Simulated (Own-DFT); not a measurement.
# Strain and stress in C40 NbSi2, 36 atoms (Nb12Si24)

Calculated results; nothing here was measured. The program, named Own-DFT, is a retired in-house plane-wave density functional code that no person has reviewed. Each row is one single-point run on a periodic cell that was not relaxed, without spin or spin-orbit coupling.

Settings of every run: PBE; PseudoDojo norm-conserving scalar-relativistic files; cutoff 42 hartree; 4 x 4 x 5 k mesh centred on Gamma; cold (Marzari-Vanderbilt) smearing of 0.2 eV.

Known limits: forces on such cells failed a check on a denser k mesh; stress not checked against mesh or cutoff.

Unstrained cell vectors in Å: (0.000, 8.324, 0.000); (-9.613, 0.000, 0.000); (0.000, 0.000, 6.586). The unstrained cell was taken from the Materials Project. The random moves and any unrelaxed bonds add to the pressure at no strain. Each run strains this cell uniformly, with the atoms carried along. Every atom was also moved at random, by a Gaussian of width 0.05 Å on each axis. Strain is the symmetric tensor, in per cent. Stress is positive in tension, and the pressure is minus a third of its trace.

| run | e_xx (%) | e_yy (%) | e_zz (%) | e_yz (%) | e_xz (%) | e_xy (%) | s_xx (GPa) | s_yy (GPa) | s_zz (GPa) | s_yz (GPa) | s_xz (GPa) | s_xy (GPa) | P (GPa) | E (meV/atom) |
|---|---|---|---|---|---|---|---|---|---|---|---|---|---|---|
| 1 | -0.03 | 1.58 | 0.64 | -1.66 | 1.71 | -1.97 | -1.05 | 3.29 | -0.10 | -4.81 | 4.77 | -5.20 | -0.71 | 19.7 |
| 2 | -1.47 | 1.97 | 0.83 | 1.32 | -1.18 | -0.85 | -5.98 | 3.58 | -0.37 | 3.42 | -3.55 | -2.74 | 0.92 | 26.0 |
| 3 | -1.52 | -0.55 | -0.26 | 0.77 | 0.07 | 0.67 | -8.37 | -5.04 | -6.44 | 2.30 | 0.39 | 1.26 | 6.62 | 0.0 |
| 4 | 1.77 | -0.04 | -0.27 | 1.92 | 1.83 | -0.25 | 3.38 | -1.14 | -4.56 | 5.57 | 5.80 | -1.00 | 0.77 | 24.0 |
| 5 | -0.65 | 0.82 | 1.03 | -0.77 | -1.73 | -0.39 | -3.30 | 0.90 | 1.11 | -2.63 | -4.81 | -0.95 | 0.43 | 8.9 |
| 6 | 1.67 | 1.34 | -0.18 | 1.14 | 0.90 | -1.48 | 4.65 | 3.33 | -2.26 | 3.02 | 3.14 | -3.80 | -1.90 | 5.5 |
| 7 | -1.63 | -0.78 | -0.03 | 0.42 | -1.45 | 0.50 | -9.72 | -6.50 | -5.46 | 1.05 | -5.10 | 1.95 | 7.23 | 16.7 |
| 8 | -0.91 | -0.34 | -1.39 | -0.14 | 0.07 | -1.79 | -7.32 | -5.43 | -12.14 | -1.34 | 0.30 | -5.58 | 8.30 | 26.3 |
| 9 | 1.98 | 1.80 | 0.05 | 0.29 | -1.49 | -1.37 | 5.23 | 5.19 | -0.67 | 1.00 | -4.33 | -3.39 | -3.25 | 14.6 |
| 10 | -0.56 | 1.64 | -1.12 | -0.19 | 0.52 | -0.54 | -3.74 | 2.20 | -7.87 | 0.13 | 1.23 | -1.67 | 3.14 | 5.2 |
| 11 | 0.32 | -1.57 | 1.17 | -0.96 | 1.66 | 1.90 | -2.55 | -7.38 | 0.32 | -2.83 | 4.77 | 5.95 | 3.20 | 29.8 |
| 12 | -0.59 | 0.01 | -1.51 | -0.21 | -1.72 | 1.28 | -5.50 | -4.03 | -11.82 | -0.32 | -5.91 | 4.06 | 7.11 | 21.0 |
| 13 | -1.74 | 1.07 | 1.12 | 0.32 | 1.19 | -1.38 | -7.42 | 1.01 | 0.28 | 0.67 | 3.97 | -4.83 | 2.04 | 17.9 |
| 14 | -0.34 | -1.46 | -0.68 | 1.01 | -0.03 | 0.20 | -4.99 | -8.77 | -7.80 | 3.16 | -0.43 | 0.11 | 7.19 | 8.0 |
| 15 | -1.87 | -1.78 | -1.38 | -1.89 | -0.57 | -1.90 | -13.36 | -12.37 | -14.23 | -7.70 | -2.35 | -6.69 | 13.32 | 54.2 |
| 16 | -0.92 | -1.05 | -0.54 | -1.11 | 1.05 | 0.53 | ? | ? | ? | ? | ? | ? | ? | ? |

E is the free energy for each atom above the lowest run shown.

## Worked fit

Each stress component was fitted by least squares to a constant and the strains of the runs shown, as fractions, with shears doubled. Shear strains stay in the fit of a normal stress only where such slopes are resolved. The slopes, in GPa:

```
stress,at no strain,per e_xx,per e_yy,per e_zz,scatter
s_xx,-2.8,361 ± 13,95 ± 13,63 ± 18,0.60
s_yy,-2.6,76 ± 10,362 ± 10,76 ± 14,0.46
s_zz,-4.1,82 ± 13,77 ± 13,469 ± 17,0.58
```

Each shear stress against twice its own strain: yz 148 ± 6, xz 152 ± 4, xy 156 ± 6 GPa. These are stiffnesses along x, y and z of the frame in which the cell vectors are given, which need not be the crystal's axes. The atoms are held to the strained lattice; where symmetry lets them move under strain, relaxing them would lower some slopes. The table should be nearly symmetric about its diagonal, and what it lacks of that shows the noise. A ninth of its sum, 185 ± 5 GPa, estimates the bulk modulus near the mean pressure of these runs, 3.6 GPa, so it lies above the value at zero pressure.

## Withheld run

Question: what normal stresses and pressure should run 16 give?

The fit gives s_xx = -7.5, s_yy = -7.5, s_zz = -8.1 and P = 7.7 GPa. The calculation gave -6.90, -7.38, -8.53 and P = 7.60 GPa.
